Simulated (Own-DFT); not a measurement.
# Strain and stress in hcp Hf, 36 atoms (Hf36)

These are calculations, not measurements. The program, named Own-DFT, is a retired in-house plane-wave density functional code that no person has reviewed. Each row is one single-point run on a periodic cell that was not relaxed, without spin or spin-orbit coupling.

Settings of every run: PBE; PseudoDojo norm-conserving scalar-relativistic files; cutoff 42 hartree; 4 x 4 x 4 k mesh centred on Gamma; cold (Marzari-Vanderbilt) smearing of 0.2 eV.

Known limits: hafnium file: forces about 75 meV/angstrom off all-electron values; forces on such cells passed a denser k mesh, each cell not checked; stress not checked against mesh or cutoff.

Unstrained cell vectors in Å: (9.589, 0.000, 0.000); (-4.795, 8.304, 0.000); (0.000, 0.000, 10.102). The unstrained cell has measured lattice constants (interpolated for alloys), not those of this functional. That, the random moves and any unrelaxed bonds set the pressure at no strain. Each run strains this cell uniformly, with the atoms carried along. Every atom was also moved at random, by a Gaussian of width 0.05 Å on each axis. Strain is the symmetric tensor, in per cent. Stress is positive in tension, and the pressure is minus a third of its trace.

| run | e_xx (%) | e_yy (%) | e_zz (%) | e_yz (%) | e_xz (%) | e_xy (%) | s_xx (GPa) | s_yy (GPa) | s_zz (GPa) | s_yz (GPa) | s_xz (GPa) | s_xy (GPa) | P (GPa) | E (meV/atom) |
|---|---|---|---|---|---|---|---|---|---|---|---|---|---|---|
| 1 | -1.32 | 1.99 | -0.18 | 0.35 | -0.18 | 0.94 | -2.94 | 1.50 | -1.74 | 0.54 | -0.28 | 1.23 | 1.06 | 9.6 |
| 2 | -0.99 | 1.16 | -1.04 | 1.49 | -1.62 | -1.06 | -3.30 | -0.27 | -3.51 | 1.42 | -1.72 | -0.82 | 2.36 | 2.2 |
| 3 | 1.53 | 1.93 | 0.16 | -1.52 | -1.78 | 0.50 | 2.62 | 3.39 | 0.76 | -1.50 | -1.79 | 0.34 | -2.26 | 10.2 |
| 4 | 0.76 | 1.39 | -0.46 | 1.13 | 1.14 | -0.87 | 0.27 | 1.33 | -1.36 | 1.16 | 1.15 | -0.98 | -0.08 | 14.2 |
| 5 | -0.66 | -1.34 | 1.42 | -0.63 | 0.44 | 1.74 | -2.51 | -3.78 | -0.26 | -0.64 | 0.33 | 2.64 | 2.18 | 12.2 |
| 6 | 0.46 | -0.70 | -0.87 | -0.77 | 0.49 | 0.28 | -1.61 | -3.03 | -4.03 | -0.68 | 0.43 | 0.40 | 2.89 | 12.5 |
| 7 | 0.86 | 0.31 | -0.19 | 1.49 | -1.35 | 1.10 | 0.06 | -0.01 | -1.35 | 1.64 | -1.46 | 1.58 | 0.43 | 7.9 |
| 8 | -1.91 | -1.58 | -0.82 | 0.12 | -0.25 | -1.84 | -7.08 | -6.85 | -6.28 | -0.01 | -0.10 | -2.81 | 6.74 | 31.0 |
| 9 | -2.00 | -0.33 | -1.59 | -1.65 | 1.20 | -0.27 | -7.17 | -4.39 | -7.23 | -1.69 | 1.34 | -0.10 | 6.26 | 28.5 |
| 10 | 1.98 | -1.79 | 1.01 | 0.57 | -0.65 | 0.23 | 1.82 | -2.79 | 0.60 | 0.54 | -0.53 | 0.26 | 0.12 | 5.3 |
| 11 | 0.93 | 1.82 | -1.79 | -0.33 | -0.71 | -0.01 | 0.37 | 1.54 | -3.43 | -0.37 | -0.72 | -0.24 | 0.50 | 0.0 |
| 12 | -0.50 | 0.12 | -1.79 | -1.90 | -0.87 | 0.27 | -3.51 | -2.78 | -5.99 | -1.88 | -0.88 | 0.22 | 4.09 | 14.6 |
| 13 | 1.78 | -0.76 | -1.58 | -1.04 | -0.67 | 0.02 | -0.08 | -2.66 | -4.66 | -1.16 | -0.74 | 0.25 | 2.47 | 25.4 |
| 14 | 1.66 | 0.88 | 1.56 | -1.74 | 1.40 | -0.05 | 3.16 | 2.57 | 3.06 | -1.69 | 1.36 | 0.19 | -2.93 | 5.2 |
| 15 | -1.63 | -0.68 | -0.95 | -1.10 | 1.35 | -1.19 | -5.97 | -4.55 | -5.91 | -0.88 | 1.42 | -1.38 | 5.48 | 30.0 |
| 16 | -1.17 | -0.67 | 0.26 | 0.54 | -1.89 | 1.48 | ? | ? | ? | ? | ? | ? | ? | ? |

E is the free energy for each atom above the lowest run shown.

## Worked fit

Each stress component was fitted by least squares to a constant and the strains of the runs shown, as fractions, with shears doubled. Shear strains stay in the fit of a normal stress only where such slopes are resolved. The slopes, in GPa:

```
stress,at no strain,per e_xx,per e_yy,per e_zz,scatter
s_xx,-1.6,193 ± 5,67 ± 5,73 ± 6,0.23
s_yy,-1.4,73 ± 4,198 ± 4,65 ± 6,0.21
s_zz,-1.9,74 ± 5,76 ± 5,213 ± 6,0.24
```

Each shear stress against twice its own strain: yz 51 ± 1, xz 50 ± 1, xy 69 ± 5 GPa. These are stiffnesses along x, y and z of the frame in which the cell vectors are given, which need not be the crystal's axes. The atoms are held to the strained lattice; where symmetry lets them move under strain, relaxing them would lower some slopes. The table should be nearly symmetric about its diagonal, and what it lacks of that shows the noise. A ninth of its sum, 115 ± 2 GPa, estimates the bulk modulus near the mean pressure of these runs, 2.0 GPa, so it lies above the value at zero pressure.

## Withheld run

Question: what normal stresses and pressure should run 16 give?

The fit gives s_xx = -4.1, s_yy = -3.4, s_zz = -2.7 and P = 3.4 GPa. The calculation gave -4.33, -2.99, -2.51 and P = 3.28 GPa.
